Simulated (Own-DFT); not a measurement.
## Calculated data, Hf₃₆O₇₁ (tetragonal hafnia with one neutral oxygen vacancy, atoms displaced)

Computed with Own-DFT development build. A calculation, not a measurement: plane-wave PBE and HSE06 DFT by an unreviewed code, no spin, of a simulated cell at Gamma alone, so results move with cell size and shape, stress positive in tension, energies less offsets, not probed for a lower state with spin; hafnium file: forces about 75 meV/angstrom off all-electron values; oxygen file: force components 24 meV/angstrom off all-electron in a glass; k mesh not checked against a denser one; forces and stress are PBE's, HSE06 gives the energy alone, and its difference from PBE has offsets of its own; offsets are fitted by least squares, one for each functional and potential file, so energies compare only between cells with the same atoms and settings and are not formation energies; the far tail of each file's local potential was reset to the Coulomb form; each entry is a single point on an unrelaxed cell, so the pressure reflects the starting lattice, taken from the Materials Project, from which strain is counted, and rises with the displacements; printed positions are rounded, which can move forces by about a meV/angstrom; the program is a retired in-house code; no spin-orbit coupling.

Settings shared by all entries: first functional PBE; second functional HSE06; exact exchange share 0.25; screening 0.11 1/bohr; exchange divergence Gygi-Baldereschi; potential files PseudoDojo norm-conserving, scalar-relativistic, made for PBE, standard set; wave cutoff 48 hartree; occupations fixed; k mesh 1 x 1 x 1 centred on Gamma.

(1) Hf₃₆O₇₁ (tetragonal hafnia with one neutral oxygen vacancy, atoms displaced)

```
Hf36O71
1.0
     10.7800     0.0000     0.0000
      0.0000    10.7800     0.0000
      0.0000     0.0000    10.4493
Hf O Hf O Hf O Hf O Hf O Hf O Hf O Hf O Hf O Hf O Hf O Hf O Hf O Hf O Hf O Hf O Hf O Hf O
2 4 2 4 2 4 2 4 2 4 2 4 2 4 2 4 2 3 2 4 2 4 2 4 2 4 2 4 2 4 2 4 2 4 2 4
Direct
  0.00913 0.00300 0.99481
  0.16773 0.15763 0.24733
  0.99881 0.17175 0.14675
  0.16479 0.00389 0.34566
  0.99996 0.17199 0.39674
  0.16517 0.99300 0.10092
  0.00234 0.00099 0.50254
  0.16903 0.16882 0.75328
  0.00761 0.17446 0.65712
  0.16547 0.99778 0.84318
  0.00099 0.16219 0.90691
  0.17166 0.00426 0.60010
  0.99872 0.32759 0.00144
  0.16892 0.50034 0.25401
  0.00122 0.50193 0.14740
  0.16561 0.32479 0.34178
  0.00477 0.49957 0.40280
  0.16600 0.33219 0.08990
  0.99766 0.33491 0.49812
  0.16504 0.50276 0.75338
  0.99968 0.50080 0.65690
  0.17270 0.33770 0.84355
  0.99958 0.50409 0.89520
  0.15988 0.33596 0.60081
  0.00254 0.67173 0.00761
  0.16406 0.83435 0.24946
  0.00458 0.83943 0.15787
  0.17121 0.66828 0.34416
  0.99589 0.84283 0.40585
  0.17600 0.66836 0.09637
  0.99996 0.67254 0.50112
  0.16842 0.83428 0.74995
  0.99165 0.82809 0.64979
  0.17473 0.66671 0.84739
  0.00071 0.83380 0.90674
  0.16521 0.66510 0.59481
  0.33301 0.99650 0.00666
  0.50086 0.15882 0.24716
  0.33121 0.16520 0.14922
  0.49691 0.00236 0.34553
  0.32631 0.16022 0.40673
  0.49428 0.99835 0.09647
  0.33564 0.00471 0.49851
  0.49519 0.16665 0.74187
  0.33367 0.16175 0.65638
  0.49891 0.99529 0.84668
  0.32813 0.16115 0.89509
  0.49776 0.99399 0.59318
  0.33699 0.32565 0.99740
  0.50733 0.49776 0.24971
  0.50203 0.33600 0.34347
  0.32971 0.49325 0.40274
  0.49801 0.33775 0.09144
  0.33244 0.33316 0.50877
  0.49926 0.50015 0.75197
  0.33034 0.50188 0.64691
  0.50497 0.32592 0.84961
  0.33472 0.50020 0.90316
  0.49565 0.33556 0.60318
  0.32045 0.67165 0.00230
  0.49726 0.84159 0.24547
  0.32980 0.82885 0.15031
  0.50339 0.66150 0.35112
  0.34099 0.84389 0.39859
  0.49792 0.66461 0.08837
  0.33141 0.66238 0.49691
  0.49442 0.82760 0.75669
  0.33508 0.82738 0.64308
  0.48911 0.66276 0.84904
  0.33809 0.83455 0.90061
  0.49829 0.66879 0.60481
  0.66104 0.00590 0.99459
  0.82543 0.16442 0.25275
  0.67665 0.16373 0.15094
  0.83635 0.99383 0.35425
  0.66027 0.15786 0.40265
  0.83871 0.99640 0.09927
  0.66552 0.00633 0.49711
  0.83388 0.15904 0.74463
  0.67114 0.16301 0.64920
  0.84202 0.99611 0.84981
  0.66416 0.16991 0.89484
  0.83837 0.00320 0.58748
  0.66395 0.33530 0.00259
  0.83466 0.50681 0.24823
  0.66320 0.49805 0.15318
  0.82993 0.32618 0.34268
  0.66761 0.49362 0.40798
  0.83228 0.33165 0.09364
  0.66353 0.33980 0.50328
  0.83385 0.49379 0.74705
  0.66141 0.49775 0.64700
  0.83695 0.32919 0.85408
  0.66192 0.50031 0.90055
  0.83407 0.33078 0.59771
  0.65992 0.66664 0.99556
  0.83088 0.83102 0.25145
  0.67106 0.83550 0.14616
  0.82553 0.67119 0.34604
  0.66846 0.83391 0.40828
  0.83091 0.66449 0.10850
  0.66583 0.66698 0.50484
  0.83332 0.83655 0.74706
  0.66094 0.83376 0.64850
  0.82930 0.66792 0.85564
  0.66663 0.83164 0.90370
  0.82935 0.66770 0.59927
```

The calculation gives: PBE energy of cell above offsets -97.274 eV; HSE06 less PBE above offsets 0.042 eV; PBE pressure 1.99 GPa; PBE stress xx -2.22 GPa; PBE stress yy -1.32 GPa; PBE stress zz -2.43 GPa; PBE stress yz 0.74 GPa; PBE stress xz 0.01 GPa; PBE stress xy -0.19 GPa.

Force:
| element | x (eV/Å) | y (eV/Å) | z (eV/Å) |
| --- | --- | --- | --- |
| Hf | -2.331 | -0.681 | 1.451 |
| Hf | -1.681 | 2.33 | 0.007 |
| O | 0.275 | -0.407 | 0.649 |
| O | -0.168 | -1.72 | 0.511 |
| O | -0.149 | -1.152 | 1.115 |
| O | 1.151 | 0.473 | -0.24 |
| Hf | 0.594 | 1.569 | -1.024 |
| Hf | -0.214 | 0.242 | -0.133 |
| O | -1.559 | -0.712 | -0.273 |
| O | -0.186 | -0.14 | 0.78 |
| O | 0.579 | 1.054 | -1.353 |
| O | -0.861 | -0.664 | -0.101 |
| Hf | -0.348 | 0.954 | -0.155 |
| Hf | 0.515 | -1.875 | -0.658 |
| O | 0.194 | 0.338 | 0.834 |
| O | 0.257 | 1.267 | 0.088 |
| O | -0.6 | 0.915 | -0.15 |
| O | 0.999 | 0.441 | 0.236 |
| Hf | 0.641 | -0.859 | -0.321 |
| Hf | -0.081 | -0.646 | -0.182 |
| O | -0.526 | 0.247 | -0.901 |
| O | -0.203 | -0.88 | 0.275 |
| O | 0.259 | 0.148 | 1.101 |
| O | 1.46 | -0.081 | -0.683 |
| Hf | -1.772 | -1.399 | -0.981 |
| Hf | 0.652 | 0.718 | 0.907 |
| O | -0.736 | -1.44 | -0.347 |
| O | -0.262 | 0.263 | 0.5 |
| O | 0.893 | -2.276 | -0.267 |
| O | -4.127 | -0.436 | 2.015 |
| Hf | -0.538 | -0.328 | 0.292 |
| Hf | 0.325 | -0.277 | -0.988 |
| O | 2.008 | 0.294 | 0.262 |
| O | -0.28 | 1.083 | 0.25 |
| O | 0.591 | -0.653 | -0.423 |
| O | -0.377 | 0.318 | -0.081 |
| Hf | -0.939 | 0.375 | -1.91 |
| Hf | 0.076 | 2.04 | 0.396 |
| O | 1.103 | -0.339 | -0.063 |
| O | 0.422 | -0.07 | -0.435 |
| O | 0.87 | 2.244 | -0.831 |
| O | 1.294 | 0.294 | 0.889 |
| Hf | -0.426 | -1.859 | 0.967 |
| Hf | 1.684 | -0.727 | 1.493 |
| O | -0.412 | 0.777 | -1.106 |
| O | 0.355 | 1.236 | 0.253 |
| O | 0.372 | -0.314 | 1.054 |
| O | 0.361 | 1.092 | 0.293 |
| Hf | -1.502 | 1.471 | -0.558 |
| Hf | -2.188 | 0.853 | -0.034 |
| O | 0.031 | -1.85 | 0.398 |
| O | -0.303 | 0.34 | -0.104 |
| O | 0.259 | -0.372 | 1.121 |
| Hf | -1.609 | 0.185 | -1.192 |
| Hf | -0.761 | 0.037 | 0.41 |
| O | 0.416 | -0.194 | 0.386 |
| O | -0.757 | 0.626 | -0.605 |
| O | -0.01 | -0.695 | 0.728 |
| O | 0.483 | -0.676 | -0.272 |
| Hf | 4.607 | -1.587 | -2.108 |
| Hf | 0.597 | -2.383 | 0.82 |
| O | 0.66 | 0.712 | -0.112 |
| O | -0.27 | 0.738 | -0.59 |
| O | -0.33 | -1.658 | -0.377 |
| O | -0.564 | 0.119 | 1.108 |
| Hf | 1.103 | 0.938 | 0.31 |
| Hf | 0.548 | -0.108 | -1.63 |
| O | -1.117 | 0.064 | 1.381 |
| O | 1.032 | 0.328 | -0.257 |
| O | -0.75 | 0.665 | 0.046 |
| O | 0.04 | -0.704 | -0.709 |
| Hf | 1.999 | -1.096 | 0.012 |
| Hf | 3.502 | -1.134 | 0.197 |
| O | -3.731 | -0.213 | -0.987 |
| O | -0.606 | 1.273 | -0.933 |
| O | -0.082 | 2.668 | -1.27 |
| O | -0.609 | 0.259 | -0.872 |
| Hf | 0.435 | -2.746 | 1.298 |
| Hf | 0.545 | 1.078 | 0.863 |
| O | -1.053 | -0.066 | -0.108 |
| O | -0.761 | 0.72 | -0.848 |
| O | 0.348 | -0.973 | 0.825 |
| O | -0.803 | 0.312 | 2.002 |
| Hf | 1.072 | 0.093 | -1.232 |
| Hf | 0.139 | -0.951 | -0.376 |
| O | 1.473 | -0.092 | -0.292 |
| O | -0.296 | 1.713 | 0.595 |
| O | 0.392 | 1.452 | -0.937 |
| O | -0.306 | 0.512 | 0.58 |
| Hf | 0.445 | -1.323 | -0.172 |
| Hf | 0.399 | 0.669 | 1.462 |
| O | 0.713 | -0.357 | 0.545 |
| O | -0.156 | 0.098 | -1.461 |
| O | -0.05 | -0.448 | -0.188 |
| O | -0.594 | 0.383 | 0.1 |
| Hf | 1.228 | 0.287 | 0.357 |
| Hf | -0.209 | 1.711 | -0.738 |
| O | -1.603 | 0.204 | 0.925 |
| O | 0.646 | -1.444 | 1.095 |
| O | -0.491 | 0.218 | -0.972 |
| O | 0.52 | -0.019 | -0.857 |
| Hf | -1.027 | 0.846 | -0.226 |
| Hf | -1.757 | -1.691 | 0.802 |
| O | 1.053 | 0.031 | 1.222 |
| O | 0.2 | -0.052 | -1.089 |
| O | -0.536 | 0.886 | -0.35 |
| O | 0.789 | -0.433 | -0.144 |

(2) Hf₃₆O₇₁ (tetragonal hafnia with one neutral oxygen vacancy, atoms displaced)

```
Hf36O71
1.0
     10.7800     0.0000     0.0000
      0.0000    10.7800     0.0000
      0.0000     0.0000    10.4493
Hf O Hf O Hf O Hf O Hf O Hf O Hf O Hf O Hf O Hf O Hf O Hf O Hf O Hf O Hf O Hf O Hf O Hf O
2 3 2 4 2 4 2 4 2 4 2 4 2 4 2 4 2 4 2 4 2 4 2 4 2 4 2 4 2 4 2 4 2 4 2 4
Direct
  0.99779 0.99966 0.00347
  0.17475 0.16674 0.24230
  0.00288 0.15768 0.15365
  0.16862 0.99833 0.34255
  0.16800 0.00109 0.09511
  0.99693 0.99637 0.49726
  0.17298 0.16582 0.74701
  0.99946 0.16103 0.64918
  0.17793 0.99494 0.84789
  0.99812 0.17019 0.90686
  0.16618 0.99460 0.59492
  0.99853 0.32745 0.00647
  0.16530 0.49834 0.24764
  0.99616 0.50029 0.14988
  0.17010 0.33470 0.35365
  0.00570 0.50436 0.40167
  0.15952 0.33735 0.09568
  0.00045 0.32847 0.49874
  0.16793 0.50574 0.74387
  0.00645 0.50071 0.64894
  0.16389 0.33996 0.83182
  0.00396 0.49714 0.91083
  0.16729 0.33066 0.59279
  0.99775 0.67230 0.99277
  0.16591 0.82275 0.25005
  0.00225 0.83382 0.15428
  0.16899 0.66760 0.35124
  0.99468 0.83366 0.40187
  0.16507 0.66350 0.09337
  0.99687 0.67295 0.50109
  0.16716 0.82792 0.75071
  0.00192 0.83377 0.65281
  0.16794 0.66379 0.84761
  0.99612 0.83674 0.90525
  0.17423 0.66176 0.59024
  0.33503 0.00785 0.99935
  0.51087 0.16186 0.24527
  0.34382 0.16848 0.15927
  0.49754 0.99962 0.34866
  0.33050 0.16341 0.39746
  0.49524 0.99385 0.10305
  0.32683 0.00757 0.49024
  0.50132 0.17570 0.74349
  0.33708 0.16296 0.65194
  0.50905 0.99713 0.83953
  0.33005 0.15917 0.89788
  0.49665 0.00127 0.60746
  0.32878 0.33109 0.00662
  0.49367 0.50471 0.25211
  0.33548 0.49653 0.15301
  0.50830 0.33530 0.34083
  0.33165 0.49853 0.40473
  0.49851 0.33312 0.09410
  0.33756 0.33832 0.49881
  0.50333 0.49868 0.74441
  0.33266 0.50324 0.65422
  0.50032 0.33212 0.84698
  0.32537 0.50310 0.89964
  0.49974 0.33464 0.59632
  0.33103 0.67794 0.99271
  0.50784 0.84041 0.24466
  0.32589 0.83752 0.15061
  0.50599 0.66999 0.34723
  0.32896 0.82899 0.39911
  0.50263 0.66841 0.10252
  0.33405 0.65776 0.50964
  0.51009 0.82365 0.75053
  0.33179 0.83869 0.64532
  0.49534 0.66404 0.85664
  0.32671 0.83439 0.90046
  0.48963 0.66541 0.59605
  0.66762 0.99911 0.00942
  0.82970 0.17042 0.24717
  0.66887 0.16742 0.15007
  0.83065 0.00237 0.35240
  0.66662 0.16159 0.40866
  0.83247 0.99618 0.10547
  0.66269 0.00220 0.50077
  0.83578 0.17229 0.74670
  0.67083 0.16794 0.65022
  0.82847 0.00392 0.84026
  0.66933 0.16763 0.89635
  0.83984 0.00461 0.59524
  0.66620 0.32504 0.99504
  0.83533 0.50677 0.24776
  0.66656 0.50126 0.15695
  0.82775 0.33046 0.34059
  0.66991 0.49655 0.39866
  0.83141 0.32981 0.10526
  0.66379 0.33694 0.50900
  0.85119 0.50065 0.74746
  0.66666 0.50564 0.65446
  0.83411 0.33290 0.85836
  0.66710 0.49328 0.89216
  0.82561 0.33064 0.60016
  0.66739 0.67212 0.00096
  0.83293 0.83193 0.25333
  0.66380 0.82528 0.15108
  0.83575 0.66769 0.34570
  0.66696 0.83483 0.40648
  0.82558 0.66713 0.09503
  0.66920 0.66015 0.49760
  0.83340 0.83998 0.74561
  0.66492 0.83592 0.65770
  0.84856 0.65623 0.83692
  0.65740 0.83353 0.89335
  0.82875 0.66260 0.59157
```

The calculation gives: PBE energy of cell above offsets -95.870 eV; HSE06 less PBE above offsets 0.184 eV; PBE pressure 2.37 GPa; PBE stress xx -3.7 GPa; PBE stress yy -0.59 GPa; PBE stress zz -2.82 GPa; PBE stress yz 0.22 GPa; PBE stress xz 0.59 GPa; PBE stress xy 0.02 GPa.

Force:
| element | x (eV/Å) | y (eV/Å) | z (eV/Å) |
| --- | --- | --- | --- |
| Hf | 1.132 | 0.787 | 0.217 |
| Hf | -1.051 | -0.969 | 1.977 |
| O | -0.521 | 0.546 | 0.544 |
| O | -0.626 | 0.551 | -0.177 |
| O | -0.104 | 0.909 | -0.45 |
| Hf | 1.18 | 1.81 | -0.181 |
| Hf | -0.558 | -0.305 | -0.064 |
| O | 0.623 | 0.939 | 0.031 |
| O | -1.294 | 0.68 | -0.483 |
| O | 0.385 | -1.574 | -0.5 |
| O | -0.652 | 0.772 | -0.182 |
| Hf | -1.983 | 1.404 | -0.97 |
| Hf | -0.563 | 0.858 | 0.512 |
| O | 0.547 | 0.145 | 0.561 |
| O | -0.573 | -0.503 | -1.369 |
| O | -0.653 | -0.669 | 0.382 |
| O | 1.789 | -0.703 | 0.886 |
| Hf | 0.379 | -0.167 | -0.759 |
| Hf | 0.849 | -0.961 | 1.401 |
| O | -0.621 | 0.132 | -0.509 |
| O | 0.3 | -1.834 | 1.008 |
| O | -0.289 | 0.216 | -0.958 |
| O | 0.245 | -0.151 | -0.253 |
| Hf | 0.265 | -1.811 | 1.178 |
| Hf | 1.75 | 1.115 | 0.442 |
| O | -1.267 | -0.188 | -0.399 |
| O | -0.63 | -1.276 | -0.752 |
| O | -0.11 | -0.41 | -0.206 |
| O | -0.259 | 0.146 | 0.272 |
| Hf | 1.21 | -1.142 | -0.632 |
| Hf | 2.298 | 1.814 | -0.983 |
| O | -0.679 | -0.832 | -0.24 |
| O | -0.771 | 1.062 | -0.062 |
| O | -0.231 | 0.21 | -0.749 |
| O | -3.057 | 0.245 | 1.749 |
| Hf | -1.217 | -2.704 | -0.568 |
| Hf | -1.126 | 1.417 | 2.178 |
| O | -0.968 | 0.128 | -1.81 |
| O | 0.663 | 0.381 | -0.099 |
| O | 0.281 | 2.352 | -0.058 |
| O | 1.89 | 0.529 | -0.323 |
| Hf | 0.579 | -3.532 | 1.592 |
| Hf | 0.58 | -3.213 | 0.623 |
| O | -0.669 | 0.802 | -0.513 |
| O | -0.466 | 0.863 | 1.41 |
| O | 0.03 | 2.632 | 0.381 |
| O | 0.777 | 0.319 | -2.217 |
| Hf | 1.205 | 1.869 | -1.682 |
| Hf | 1.843 | 0.365 | -0.669 |
| O | -1.143 | -0.432 | 0.008 |
| O | -0.579 | -0.903 | 0.726 |
| O | 0.6 | -0.103 | -0.605 |
| O | 0.109 | -0.47 | -0.375 |
| Hf | -1.844 | -1.516 | -0.783 |
| Hf | -0.043 | 0.565 | 2.478 |
| O | 0.677 | -0.867 | -0.805 |
| O | -0.466 | 0.417 | -0.211 |
| O | 0.328 | -0.948 | 0.911 |
| O | -0.228 | 0.164 | 0.777 |
| Hf | 0.764 | -1.707 | 1.201 |
| Hf | -3.527 | -2.067 | 1.787 |
| O | 1.313 | -0.551 | -0.24 |
| O | 0.102 | -0.336 | 0.102 |
| O | 0.234 | 0.471 | 0.358 |
| O | -0.694 | 0.239 | -0.793 |
| Hf | -0.393 | 3.093 | -3.08 |
| Hf | -3.207 | 2.182 | -0.188 |
| O | -0.081 | -1.08 | 1.56 |
| O | 0.314 | -0.361 | -1.03 |
| O | 0.482 | 0.688 | -0.1 |
| O | 3.753 | -0.154 | 1.559 |
| Hf | -0.73 | 0.205 | -2.738 |
| Hf | 1.811 | -0.153 | 1.25 |
| O | -0.466 | -0.89 | -1.072 |
| O | 0.507 | -0.333 | -0.871 |
| O | -0.447 | 1.45 | -1.104 |
| O | -0.427 | -0.199 | -0.873 |
| Hf | -0.457 | -0.437 | 1.279 |
| Hf | -0.137 | 0.014 | 0.531 |
| O | -0.746 | 0.21 | 0.092 |
| O | 0.283 | -0.684 | 0.999 |
| O | -0.224 | -1.073 | 1.013 |
| O | -1.615 | -1.017 | 0.559 |
| Hf | 0.283 | 2.555 | 0.015 |
| Hf | -1.054 | -1.78 | -0.257 |
| O | -0.122 | 0.118 | -0.351 |
| O | 0.932 | 0.69 | 1.261 |
| O | 0.172 | 0.625 | 1.295 |
| O | 0.227 | -0.439 | -0.82 |
| Hf | 0.859 | -0.582 | -2.386 |
| Hf | -2.378 | -1.907 | 1.081 |
| O | 0.448 | -0.185 | -1.123 |
| O | 0.506 | 0.174 | -1.297 |
| O | -0.205 | 1.02 | 1.328 |
| O | 2.089 | 0.535 | 0.12 |
| Hf | -2.2 | -2.443 | -0.471 |
| Hf | 0.531 | 1.089 | 0.148 |
| O | 1.811 | 1.134 | -0.74 |
| O | -0.241 | 0.272 | 0.536 |
| O | 0.329 | -0.337 | -0.467 |
| O | 1.909 | 0.433 | 0.01 |
| Hf | -1.909 | 0.16 | -0.792 |
| Hf | 0.083 | -0.057 | 0.268 |
| O | 1.777 | -0.486 | -1.406 |
| O | -0.389 | 3.04 | 0.908 |
| O | 1.647 | -0.403 | 1.799 |
| O | 1.212 | 0.306 | 0.498 |
